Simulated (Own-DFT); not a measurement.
## Calculated data, Si12O23 (quartz with two neutral oxygen vacancies, atoms displaced)

A calculation, not a measurement: plane-wave PBE and HSE06 DFT by an unreviewed code, no spin, of a simulated cell at Gamma alone, so results move with cell size and shape, stress positive in tension, energies less offsets, not probed for a lower state with spin; oxygen file: force components 24 meV/angstrom off all-electron in a glass; k mesh not checked against a denser one; forces and stress are PBE's, HSE06 gives the energy alone, and its difference from PBE has offsets of its own; offsets are fitted by least squares, one for each functional and potential file, so energies compare only between cells with the same atoms and settings and are not formation energies; the far tail of each file's local potential was reset to the Coulomb form; each entry is a single point on an unrelaxed cell, so the pressure reflects the starting lattice, mostly measured values (interpolated for alloys), from which strain is counted, and rises with the displacements; printed positions are rounded, which can move forces by about a meV/angstrom; the program, named Own-DFT, is a retired in-house code; no spin-orbit coupling. Program: Own-DFT development build.

Common to all runs: first functional PBE; second functional HSE06; exact exchange share 0.25; screening 0.11 1/bohr; exchange divergence Gygi-Baldereschi; potential files PseudoDojo norm-conserving, scalar-relativistic, made for PBE, standard set; wave cutoff 48 hartree; occupations fixed; k mesh 1 x 1 x 1 centred on Gamma.

(1) Si12O23 (quartz with two neutral oxygen vacancies, atoms displaced)

```xyz
70
Lattice="9.8268 0.0000 0.0000 -4.9134 8.5103 0.0000 0.0000 0.0000 10.8104" Properties=species:S:1:pos:R:3 Si12O23
Si     2.2934     0.0735     0.0600
Si    -1.1054     2.0148     3.5399
Si     1.2156     2.1869     1.7815
O      1.3892     1.1629     0.6383
O      2.6899     2.5457     2.4749
O      3.1794     0.6210     4.2502
O     -1.0921     3.1349     4.6912
O      0.3037     1.6757     2.9431
Si    -2.6292     8.4328     5.3995
Si    -1.1504     2.0263     8.9661
Si     1.3778     2.3362     7.2744
O      1.4302     1.1726     6.0132
O      2.7076     2.5034     7.8712
O      3.1671     0.6612     9.6459
O     -1.0905     3.0624    10.1920
O      0.2978     1.8118     8.4390
O      0.7457     3.6216     6.5229
Si    -0.1517     4.2130     0.1013
Si     6.1940     6.2451     3.4825
Si    -1.1576     6.4957     1.7892
O      0.3270     6.7795     2.4928
O      0.6715     4.9185     4.2684
O     -3.5741     7.3644     4.7511
O     -2.1269     5.9669     3.0264
O     -1.6464     7.9261     1.2593
Si    -0.1999     4.1817     5.4575
Si    -3.5750     6.2515     8.9957
Si    -1.1876     6.6380     7.1713
O     -1.0140     5.3988     6.0646
O      0.2981     6.7073     7.8134
O      0.7402     4.8997     9.6866
O     -3.5085     7.4101    10.1582
O     -2.1192     6.0174     8.3831
O     -1.6665     7.9382     6.5381
Si     2.3196     8.4867    10.7839
Si     3.6191     1.9467     3.5891
Si     6.1935     2.2099     1.8773
O      6.3574     1.1727     0.7024
O      7.6238     2.4684     2.5068
O      8.1160     0.6326     4.2877
O      3.9039     3.0947     4.7601
O      5.2191     1.7506     2.9950
O      5.7083     3.5892     1.0841
Si     7.1726     0.0759     5.3351
Si     3.7873     2.0417     9.0522
Si     6.1467     2.2293     7.1773
O      6.3862     1.1301     6.0636
O      7.7350     2.5044     7.8644
O      8.2175     0.6151     9.6734
O      3.8904     3.1639    10.1182
O      5.2365     1.8094     8.2990
O      5.7085     3.6337     6.5613
Si     4.7867     4.2784    10.7893
Si     1.4376     6.2296     3.6234
Si     3.7422     6.4924     1.7837
O      3.8030     5.3355     0.5938
O      5.1309     6.8112     2.5005
O      5.6318     4.8593     4.1865
O      1.4356     7.4277     4.7022
O      2.7914     5.9527     2.9237
O      3.2363     7.8715     1.0631
Si     4.8701     4.1889     5.4318
Si     1.3181     6.2264     9.0524
Si     3.8196     6.5130     7.1816
O      3.7806     5.4070     5.9677
O      5.2679     6.8326     7.8401
O      5.7245     4.8766     9.6224
O      1.3940     7.3188    10.1120
O      2.8459     6.0887     8.4223
O      3.2425     7.8659     6.4933
```

Results for Si12O23 (quartz with two neutral oxygen vacancies, atoms displaced): PBE energy of cell above offsets -18.137 eV; HSE06 less PBE above offsets 0.056 eV; PBE pressure 8.4 GPa; PBE stress xx -9.43 GPa; PBE stress yy -6.62 GPa; PBE stress zz -9.14 GPa; PBE stress yz 0.02 GPa; PBE stress xz 0.21 GPa; PBE stress xy 0.09 GPa.

Force:
| element | x (eV/Å) | y (eV/Å) | z (eV/Å) |
| --- | --- | --- | --- |
| Si | 1.971 | -4.157 | -1.607 |
| Si | -2.467 | -1.559 | 2.936 |
| Si | 0.695 | 5.614 | -0.515 |
| O | -1.49 | -0.199 | -0.631 |
| O | -1.473 | 0.188 | -1.607 |
| O | -0.074 | -1.978 | -0.033 |
| O | -0.692 | -0.866 | -0.08 |
| O | 0.003 | -1.265 | 0.925 |
| Si | -1.615 | 3.168 | -0.432 |
| Si | 0.04 | -1.753 | 3.012 |
| Si | -7.347 | -3.184 | -3.918 |
| O | -0.255 | 0.747 | 1.43 |
| O | 7.085 | 1 | 3.377 |
| O | 1.223 | 0.625 | -0.225 |
| O | 0.036 | 1.668 | 1.246 |
| O | 3.38 | 0 | -1.882 |
| O | 2.312 | -1.436 | 2.771 |
| Si | 0.014 | -0.224 | 1.564 |
| Si | 0.635 | -1.004 | 4.609 |
| Si | 2.746 | -2.349 | 0.365 |
| O | -0.07 | -0.276 | -0.48 |
| O | 1.566 | 0.195 | -0.643 |
| O | -0.668 | -1.809 | -1.33 |
| O | 0.148 | 0.155 | -1.163 |
| O | -1.228 | 1.534 | -1.379 |
| Si | 0.022 | 3.312 | -2.647 |
| Si | -0.327 | 1.366 | 0.239 |
| Si | 2.584 | -5.973 | 1.675 |
| O | -1.976 | 1.665 | 1.047 |
| O | 0.89 | 0.466 | 0.926 |
| O | -0.341 | -1.707 | 0.866 |
| O | 0.059 | -0.15 | 0.598 |
| O | 0.462 | 0.353 | -0.665 |
| O | 0.2 | 1.848 | 0.085 |
| Si | -1.427 | 1.845 | -1.561 |
| Si | 4.509 | 2.447 | 1.063 |
| Si | -0.053 | 1.982 | -1.842 |
| O | 0.043 | -2.347 | -2.035 |
| O | 0.75 | 0.878 | -0.699 |
| O | 3.469 | 2.943 | -4.116 |
| O | -0.857 | -1.316 | -0.367 |
| O | -3.18 | -0.671 | 1.709 |
| O | 0.55 | -0.316 | 1.273 |
| Si | 3.218 | -4.694 | 2.458 |
| Si | -0.742 | -1.512 | -2.14 |
| Si | 6.147 | 1.402 | -0.967 |
| O | -3.447 | 3.113 | 1.654 |
| O | -4.674 | 0.855 | -3.654 |
| O | -0.445 | 0.004 | -0.424 |
| O | -1.091 | -0.165 | 0.429 |
| O | -3.827 | -1.556 | 3.814 |
| O | 2.312 | -0.805 | 2.716 |
| Si | 1.639 | -0.338 | 0.111 |
| Si | -5.45 | -0.243 | 1.066 |
| Si | -0.227 | 0.203 | -2.367 |
| O | -0.839 | 2.118 | 1.622 |
| O | -0.166 | 0.85 | -1.879 |
| O | 1.215 | 0.797 | -0.826 |
| O | -1.424 | -1.57 | -0.672 |
| O | 1.149 | -0.879 | -0.123 |
| O | 1.84 | -2.003 | 2.754 |
| Si | -4.904 | 3.558 | -3.565 |
| Si | 0.354 | -0.793 | -4.845 |
| Si | -1.384 | 0.857 | -0.906 |
| O | 1.69 | -1.364 | 0.502 |
| O | 0.254 | -0.415 | -0.216 |
| O | 0.078 | -0.142 | -0.039 |
| O | -0.019 | 3.606 | 3.29 |
| O | -0.869 | -0.741 | 0.34 |
| O | -0.24 | 0.401 | 0.013 |

(2) Si12O23 (quartz with two neutral oxygen vacancies, atoms displaced)

```xyz
70
Lattice="9.8268 0.0000 0.0000 -4.9134 8.5103 0.0000 0.0000 0.0000 10.8104" Properties=species:S:1:pos:R:3 Si12O23
Si     2.2528     0.0377    10.7881
Si     8.6296     1.9898     3.5789
Si     1.3398     2.1482     1.7248
O      1.3753     1.0726     0.6217
O      2.8480     2.5050     2.4317
O      3.2516     0.5089     4.2655
O     -1.1148     3.1041     4.6951
O      0.2873     1.8059     2.9616
O      0.7596     3.6914     1.1402
Si    -2.6275     8.4806     5.3793
Si    -1.1401     2.0547     8.9958
Si     1.2435     2.2956     7.1679
O      1.4412     1.0509     6.0633
O      2.7001     2.5169     7.7569
O      3.2584     0.6920     9.5816
O     -1.1557     3.1416    10.1962
O      0.2734     1.7291     8.3905
O      0.7421     3.6341     6.5960
Si    -0.1568     4.2703    10.8027
Si    -3.5459     6.1903     3.5920
Si    -1.1302     6.5219     1.7502
O     -1.0382     5.4002     0.6535
O      0.3458     6.7204     2.4342
O      0.7458     4.8676     4.2167
O     -3.5989     7.4417     4.6808
O     -2.1377     6.0176     3.0778
O     -1.7609     7.9135     1.1990
Si    -0.1015     4.2177     5.3324
Si     6.1814     6.2467     8.9697
Si    -1.1547     6.5294     7.1508
O     -1.0103     5.3510     6.1226
O      0.2806     6.8122     7.8113
O      0.8717     4.7945     9.6931
O     -3.5792     7.3840    10.1574
O     -2.1582     6.0793     8.4689
O     -1.6996     7.8308     6.5291
Si     2.3408     8.4866     0.0230
Si     3.7116     2.1058     3.5785
Si     6.2843     2.3971     1.7415
O      7.6157     2.4690     2.4644
O      8.1913     0.4915     4.2764
O      3.8621     3.1234     4.7936
O      5.3085     1.7150     2.9742
Si     7.1911     0.0832     5.3852
Si     3.7317     1.9803     9.0691
Si     6.2257     2.1762     7.1056
O      6.2811     1.1907     6.0902
O      7.5817     2.4513     7.7892
O      8.1208     0.6312     9.6860
O      3.8384     3.1629    10.1535
O      5.1866     1.7164     8.3320
O      5.7035     3.6615     6.5202
Si     4.6457     4.1949     0.0418
Si     1.2612     6.2961     3.6599
Si     3.7639     6.5070     1.7472
O      3.8381     5.4536     0.6960
O      5.1662     6.6973     2.3720
O      5.7075     4.8817     4.2753
O      1.3890     7.3248     4.7166
O      2.7520     6.0395     3.1080
O      3.2750     7.8843     1.1718
Si     4.8056     4.1600     5.5160
Si     1.3657     6.2595     8.9881
Si     3.8869     6.4544     7.2328
O      3.7980     5.3600     5.9756
O      5.2923     6.8878     7.9290
O      5.7216     4.8551     9.6879
O      1.4256     7.2667    10.2366
O      2.7566     5.9915     8.4359
O      3.2837     7.9691     6.6588
```

It finds PBE energy of cell above offsets -13.358 eV; HSE06 less PBE above offsets 0.435 eV; PBE pressure 8.54 GPa; PBE stress xx -8.74 GPa; PBE stress yy -8.22 GPa; PBE stress zz -8.66 GPa; PBE stress yz -4.86 GPa; PBE stress xz -2.72 GPa; PBE stress xy 1 GPa.

Force:
| element | x (eV/Å) | y (eV/Å) | z (eV/Å) |
| --- | --- | --- | --- |
| Si | 3.653 | -5.157 | -3.04 |
| Si | 0.904 | -2.531 | 0.495 |
| Si | -1.512 | 5.59 | 3.408 |
| O | -2.709 | 2.542 | 0.44 |
| O | -5.278 | 1.026 | -5.163 |
| O | 2.027 | 3.943 | -2.79 |
| O | 0.209 | 0.981 | 1.545 |
| O | 1.221 | -0.408 | -1.181 |
| O | 2.167 | -3.727 | 2.185 |
| Si | 0.922 | -1.538 | -0.456 |
| Si | -3.446 | -1.381 | 0.333 |
| Si | 1.355 | -4.256 | 0.835 |
| O | -2.899 | 3.945 | 2.18 |
| O | 2.468 | -0.094 | 2.674 |
| O | -3.611 | -6.704 | 4.531 |
| O | 0.004 | 0.051 | -0.383 |
| O | 1.417 | 0.279 | -1.119 |
| O | -0.875 | 1.708 | -1.685 |
| Si | 0.366 | -0.555 | -1.202 |
| Si | -5.817 | 2.71 | 0.75 |
| Si | -0.299 | 0.821 | 3.22 |
| O | -1.401 | 0.441 | -0.427 |
| O | -1.985 | 0.606 | -1.469 |
| O | 0.914 | 0.061 | -1.029 |
| O | -0.856 | -1.758 | -0.568 |
| O | 5.285 | -0.24 | -3.739 |
| O | 0.381 | 0.037 | -0.506 |
| Si | -2.586 | 0.299 | 2.345 |
| Si | 2.932 | -1.557 | 5.092 |
| Si | -0.222 | -1.6 | 3.47 |
| O | -0.168 | -1.665 | -1.801 |
| O | 2.083 | -0.421 | 1.736 |
| O | 0.214 | 1.569 | -1.687 |
| O | 0.152 | 0.594 | 0.359 |
| O | 2.236 | -0.222 | -2.206 |
| O | -0.519 | 1.5 | -0.528 |
| Si | -2.569 | 2.137 | 1.448 |
| Si | 5.7 | -6.019 | 4.088 |
| Si | -5.867 | -2.23 | -3.567 |
| O | 3.832 | 1.139 | 1.307 |
| O | 1.677 | 3.407 | -2.736 |
| O | -1.255 | -1.005 | -0.333 |
| O | -1.894 | 1.324 | 0.117 |
| Si | 0.428 | -5.078 | 2.341 |
| Si | 2.229 | 5.791 | -6.731 |
| Si | -3.525 | 7.882 | 9.183 |
| O | -0.094 | -7.419 | -8.579 |
| O | 3.988 | 0.548 | 2.196 |
| O | 1.552 | 1.497 | -1.926 |
| O | -3.86 | -3.76 | -2.193 |
| O | -0.344 | 0.712 | -0.311 |
| O | 5.707 | -4.296 | 6.795 |
| Si | 6.277 | 4.351 | 2.9 |
| Si | 1.574 | -3.848 | -4.267 |
| Si | -2.731 | 1.756 | 6.692 |
| O | -0.424 | -5.117 | -4.76 |
| O | 4.359 | -0.159 | 2.459 |
| O | -0.582 | -1.613 | 1.053 |
| O | 0.288 | 6.038 | 5.979 |
| O | 1.73 | 0.124 | -2.67 |
| O | 0.183 | 1.091 | 0.098 |
| Si | -4.209 | 5.824 | -7.977 |
| Si | -4.908 | -0.658 | 0.778 |
| Si | -3.481 | 2.215 | -1.267 |
| O | 0.407 | 1.153 | 2.353 |
| O | -3.746 | 0.642 | -4.063 |
| O | -1.279 | -0.374 | 0.537 |
| O | -0.312 | 0.676 | 0.293 |
| O | 5.215 | -0.406 | -3.024 |
| O | -0.795 | -1.211 | -0.829 |

(3) Si12O23 (quartz with two neutral oxygen vacancies, atoms displaced)

```xyz
70
Lattice="9.8268 0.0000 0.0000 -4.9134 8.5103 0.0000 0.0000 0.0000 10.8104" Properties=species:S:1:pos:R:3 Si12O23
Si     2.3427     0.0720     0.0192
Si    -1.1326     2.0478     3.6378
Si     1.3042     2.2871     1.8525
O      2.7266     2.4429     2.4297
O      3.2814     0.6183     4.2110
O     -1.0636     3.0193     4.9013
O      0.3677     1.7999     2.9852
O      0.8165     3.5347     1.2492
Si     2.3649     0.0356     5.5291
Si     8.6472     2.0403     8.9915
Si     1.2730     2.1938     7.2035
O      1.3674     1.1526     6.0033
O      2.7211     2.4457     7.8804
O      3.2050     0.7002     9.6804
O     -1.0739     3.0510    10.1587
O      0.3285     1.7411     8.3487
O      0.6695     3.5674     6.6068
Si    -0.1497     4.2053    10.7850
Si    -3.6325     6.3562     3.5883
Si    -1.1299     6.4965     1.7497
O     -1.0283     5.3573     0.6252
O      0.3410     6.6864     2.5157
O      0.7850     4.8818     4.2462
O     -3.4880     7.4403     4.7176
O     -2.2139     5.9896     2.9302
Si    -0.1877     4.2362     5.3729
Si    -3.5423     6.3003     8.9665
Si    -1.2214     6.4293     7.2271
O     -1.0055     5.3853     6.0593
O      0.2843     6.7011     7.8396
O      0.7705     4.8722     9.6299
O     -3.5202     7.3719    10.2036
O     -2.1652     6.0727     8.3615
O     -1.6609     7.8067     6.5827
Si     7.1816     0.0321     0.0163
Si     3.8269     1.9850     3.5353
Si     6.3286     2.3435     1.8126
O      6.3354     1.1187     0.6480
O      7.6655     2.4864     2.5193
O      8.0874     0.6135     4.2943
O      3.8290     3.0311     4.6599
O      5.2402     1.7286     2.8536
O      5.7579     3.5381     1.1618
Si     2.3069     8.4916     5.4651
Si     3.7114     2.0009     9.0352
Si     6.2690     2.2837     7.2176
O      6.2561     1.1625     6.0279
O      7.6852     2.5703     7.7876
O      8.1320     0.6623     9.7766
O      3.8496     3.1205    10.0721
O      5.2444     1.7983     8.4703
O      5.6888     3.6218     6.5365
Si     4.7975     4.1533     0.0197
Si     1.3521     6.2490     3.6652
Si     3.8056     6.5272     1.8347
O      3.8917     5.4090     0.6586
O      5.1552     6.7100     2.4931
O      5.6912     4.9106     4.1279
O      1.3978     7.3308     4.7585
O      2.6991     5.9718     2.9926
O      3.2908     7.8870     1.1069
Si     4.7601     4.3790     5.4012
Si     1.3257     6.2421     9.0145
Si     3.7776     6.4827     7.2952
O      3.8397     5.3723     6.0545
O      5.2888     6.8084     7.7949
O      5.8023     4.8615     9.6683
O      1.4582     7.2683    10.0816
O      2.6129     6.0542     8.3388
O      3.2872     7.8958     6.6405
```

It finds PBE energy of cell above offsets -16.355 eV; HSE06 less PBE above offsets -0.060 eV; PBE pressure 10.22 GPa; PBE stress xx -11.07 GPa; PBE stress yy -9.99 GPa; PBE stress zz -9.6 GPa; PBE stress yz -1.82 GPa; PBE stress xz 0.75 GPa; PBE stress xy 1.97 GPa.

Force:
| element | x (eV/Å) | y (eV/Å) | z (eV/Å) |
| --- | --- | --- | --- |
| Si | -1.628 | -1.353 | 4.703 |
| Si | 0.751 | -3.375 | 1.092 |
| Si | 2.8 | -6.699 | -1.207 |
| O | 2.83 | 0.62 | 0.426 |
| O | -0.694 | -1.204 | 1.757 |
| O | -1.252 | -0.313 | -1.053 |
| O | -3.456 | -1.181 | 2.809 |
| O | -3.683 | 6.952 | -5.221 |
| Si | 0.614 | -0.481 | -5.561 |
| Si | 0.669 | -3.536 | -1.399 |
| Si | 0.941 | 2.402 | -0.965 |
| O | -0.546 | 0.051 | 0.307 |
| O | -0.377 | 0.436 | -1.181 |
| O | 0.431 | -2.053 | -0.578 |
| O | 0.083 | 2.048 | 1.892 |
| O | -3.03 | -1.073 | 2.604 |
| O | 0.556 | 0.487 | -0.298 |
| Si | 2.063 | 0.115 | 1.062 |
| Si | 2.062 | -1.557 | 0.802 |
| Si | -0.689 | 2.978 | 0.994 |
| O | -0.47 | -1.046 | -0.394 |
| O | -1.982 | 0.504 | -1.802 |
| O | -0.84 | -2.052 | 1.023 |
| O | -0.088 | 0.972 | 1.642 |
| O | 1.304 | 0.089 | -0.992 |
| Si | 2.959 | 0.252 | 1.14 |
| Si | -3.906 | -0.73 | 4.044 |
| Si | 5.293 | 1.179 | -1.438 |
| O | -1.875 | 0.234 | -0.307 |
| O | -0.918 | 0.031 | -0.013 |
| O | -0.377 | -1.85 | 0.824 |
| O | -0.004 | 0.245 | -0.7 |
| O | 0.867 | -1.952 | 1.174 |
| O | -0.004 | 1.14 | 0.559 |
| Si | 0.849 | -4.801 | -0.322 |
| Si | -0.979 | -1.995 | -0.742 |
| Si | -2.205 | -7.48 | 0.645 |
| O | -2.239 | 3.31 | 2.224 |
| O | 2.979 | 1.275 | 0.521 |
| O | 1.811 | 1.614 | -1.765 |
| O | 1.609 | 5.132 | 3.834 |
| O | 0.76 | -0.044 | -0.07 |
| O | -2.207 | 5.527 | -3.023 |
| Si | -0.598 | -0.428 | 0.196 |
| Si | 2.584 | -0.126 | -3.431 |
| Si | -4.085 | -1.125 | -0.341 |
| O | 0.156 | -0.274 | 0.73 |
| O | 2.484 | 0.085 | 1.424 |
| O | 2.166 | 2.1 | -3.823 |
| O | -0.215 | 2.667 | 3.096 |
| O | 0.749 | 0.11 | -1.337 |
| O | -0.359 | 1.214 | -0.494 |
| Si | 0.372 | 3.685 | -0.895 |
| Si | -2.388 | -0.841 | -1.138 |
| Si | -4.942 | -0.863 | -1.46 |
| O | 0.617 | -1.82 | -0.604 |
| O | 1.765 | 1.956 | -0.134 |
| O | -1.045 | -0.812 | 2.122 |
| O | 0.421 | 2.526 | 3.099 |
| O | 4.691 | -0.042 | -2.478 |
| O | -0.078 | -0.36 | 0.801 |
| Si | 2.503 | -6.544 | -4.021 |
| Si | -7.081 | -1.749 | -1.28 |
| Si | -0.792 | 0.75 | -1.243 |
| O | -2.766 | 3.531 | 2.719 |
| O | -0.818 | -0.491 | 0.07 |
| O | -0.665 | 0.043 | 0.158 |
| O | 0.558 | 5.656 | 5.431 |
| O | 8.374 | -1.695 | -3.897 |
| O | -0.389 | 0.025 | -0.314 |

(4) Si12O23 (quartz with two neutral oxygen vacancies, atoms displaced)

```xyz
70
Lattice="9.8268 0.0000 0.0000 -4.9134 8.5103 0.0000 0.0000 0.0000 10.8104" Properties=species:S:1:pos:R:3 Si12O23
Si    -2.5059     8.5092    10.7584
Si    -1.1680     2.0513     3.6269
Si     1.2745     2.2192     1.7588
O      1.4135     1.1141     0.5788
O      2.8336     2.4295     2.4604
O      3.2317     0.6147     4.2559
O     -1.0827     3.1351     4.7813
O      0.2645     1.8294     2.9282
O      0.7508     3.7055     1.2968
Si    -2.5522     8.5060     5.3593
Si    -1.1060     1.9494     8.9528
Si     1.2573     2.2105     7.2187
O      1.3182     1.1773     6.0352
O      2.6248     2.5137     7.7943
O      3.2764     0.7029     9.5707
O     -1.0301     3.1672    10.2291
O      0.7048     3.5835     6.6555
Si    -0.1170     4.2832    10.7007
Si    -3.5535     6.2562     3.6003
Si    -1.1751     6.6131     1.8157
O     -1.0614     5.4720     0.5962
O      0.2882     6.7249     2.5287
O      0.7345     4.8260     4.2998
O     -3.5014     7.3105     4.7494
O     -2.0977     6.0267     2.9201
O     -1.7482     7.8502     1.0575
Si    -0.1350     4.2173     5.4011
Si     6.2053     6.2167     9.0975
Si    -1.0564     6.5376     7.2558
O     -1.0290     5.4272     6.0664
O      0.2975     6.7336     7.8434
O      0.7721     4.8453     9.7251
O     -3.5825     7.3522    10.2148
O     -2.1716     5.9252     8.4236
O     -1.6509     7.8756     6.5939
Si     2.3140     8.4856    10.7857
Si     3.7944     1.9956     3.6132
Si     6.1949     2.2771     1.8214
O      6.2028     1.1493     0.6554
O      7.6695     2.4920     2.3300
O      8.1604     0.6410     4.2302
O      3.8292     3.2065     4.7498
O      5.2435     1.7568     2.9208
O      5.6291     3.6478     1.1894
Si     7.2430     0.0718     5.4608
Si     3.7967     2.0030     9.1032
Si     6.1272     2.2406     7.2644
O      6.2339     1.1815     6.0464
O      8.1759     0.5735     9.6961
O      3.7788     3.1462    10.1635
O      5.2448     1.7515     8.3870
O      5.6920     3.5407     6.5852
Si     4.7857     4.3064     0.0964
Si     1.3168     6.2884     3.6131
Si     3.6966     6.6058     1.8340
O      3.8843     5.4472     0.6607
O      5.0737     6.6731     2.3865
O      5.6379     4.9210     4.2491
O      1.3540     7.3594     4.7821
O      2.7014     6.0262     2.9581
O      3.2360     7.9550     1.0789
Si     4.7483     4.2311     5.4331
Si     1.3770     6.1676     9.0182
Si     3.7899     6.4705     7.2624
O      3.8463     5.4281     6.0844
O      5.1604     6.7497     7.8840
O      5.7872     4.9202     9.6289
O      1.3849     7.3371    10.1797
O      2.7696     6.0203     8.3463
O      3.2981     7.9403     6.5747
```

The calculation gives: PBE energy of cell above offsets -15.568 eV; HSE06 less PBE above offsets 0.128 eV; PBE pressure 9.36 GPa; PBE stress xx -9.88 GPa; PBE stress yy -9.27 GPa; PBE stress zz -8.92 GPa; PBE stress yz 2.67 GPa; PBE stress xz 1.11 GPa; PBE stress xy -3.65 GPa.

Force:
| element | x (eV/Å) | y (eV/Å) | z (eV/Å) |
| --- | --- | --- | --- |
| Si | -4.692 | 1.022 | -3.682 |
| Si | -0.73 | -0.338 | -2.309 |
| Si | 1.524 | 2.234 | 0.224 |
| O | -0.14 | 0.7 | 0.261 |
| O | -2.931 | 0.23 | -2.188 |
| O | 2.02 | 1.077 | -1.923 |
| O | -1.66 | -1.007 | -0.276 |
| O | 0.152 | -1.133 | 0.746 |
| O | 0.072 | -0.336 | -1.973 |
| Si | -2.841 | -0.804 | 4.244 |
| Si | -0.421 | 1.414 | -1.448 |
| Si | -4.388 | -0.689 | 1.473 |
| O | 1.139 | -3.196 | -2.522 |
| O | 6.168 | 0.072 | 4.021 |
| O | -2.34 | -6.382 | 2.807 |
| O | -2.482 | -4.485 | -2.834 |
| O | -0.786 | 1.621 | -0.999 |
| Si | -4.152 | -0.841 | 11.12 |
| Si | -2.528 | -1.309 | -2.329 |
| Si | 3.533 | -3.629 | -2.318 |
| O | 0.403 | 0.348 | 0.339 |
| O | -1.982 | 1.476 | -2.188 |
| O | 3.065 | 2.641 | -3.181 |
| O | 0.466 | 2.25 | 1.283 |
| O | -2.649 | -0.515 | 1.978 |
| O | 2.779 | 0.193 | 3.36 |
| Si | -0.752 | 1.364 | 3.759 |
| Si | 2.28 | 5.775 | -4.622 |
| Si | -6.723 | -2.605 | -1.458 |
| O | -0.155 | -0.454 | -0.198 |
| O | 6.134 | 0.233 | 3.626 |
| O | 6.71 | 3.922 | -7.281 |
| O | 1.09 | 1.922 | 0.51 |
| O | 1.692 | 1.349 | -1.46 |
| O | -0.714 | 1.352 | -0.872 |
| Si | -3.384 | 2.677 | -0.05 |
| Si | 0.649 | 0.697 | 0.885 |
| Si | 1.189 | -0.328 | -2.656 |
| O | 0.721 | -1.323 | -1.263 |
| O | 1.996 | 0.232 | 2.206 |
| O | -0.363 | -0.128 | 0.308 |
| O | -1.798 | -3.334 | -1.754 |
| O | -1.986 | -0.952 | 3.068 |
| O | 1.656 | -0.734 | 1.852 |
| Si | -0.642 | -1.907 | -0.988 |
| Si | 0.396 | 4.997 | -5.632 |
| Si | 6.798 | -0.966 | -0.311 |
| O | -0.044 | -0.881 | -0.728 |
| O | 1.384 | 1.113 | -1.661 |
| O | 1.104 | 2.356 | 1.723 |
| O | -3.958 | -1.391 | 3.772 |
| O | -1.612 | 3.964 | -1.888 |
| Si | -0.825 | 0.105 | -4.665 |
| Si | -1.799 | -2.53 | 2.748 |
| Si | -3.334 | -1.41 | -2.68 |
| O | -1.754 | 1.12 | 0.034 |
| O | 7.777 | 0.764 | 4.301 |
| O | 0.664 | -0.55 | 0.027 |
| O | 1.057 | 2.038 | 1.578 |
| O | 1.596 | -0.317 | -0.819 |
| O | 1.787 | -1.572 | 3.317 |
| Si | 1.826 | 2.721 | 1.126 |
| Si | -2.842 | 2.039 | 0.427 |
| Si | -0.929 | 2.983 | -2.924 |
| O | 0.132 | -1.712 | -1.188 |
| O | 3.55 | 0.245 | 2.148 |
| O | -4.17 | -7.864 | 4.848 |
| O | -0.612 | -1.239 | -0.85 |
| O | -0.455 | -1.394 | 1.299 |
| O | 0.067 | -0.996 | 0.703 |
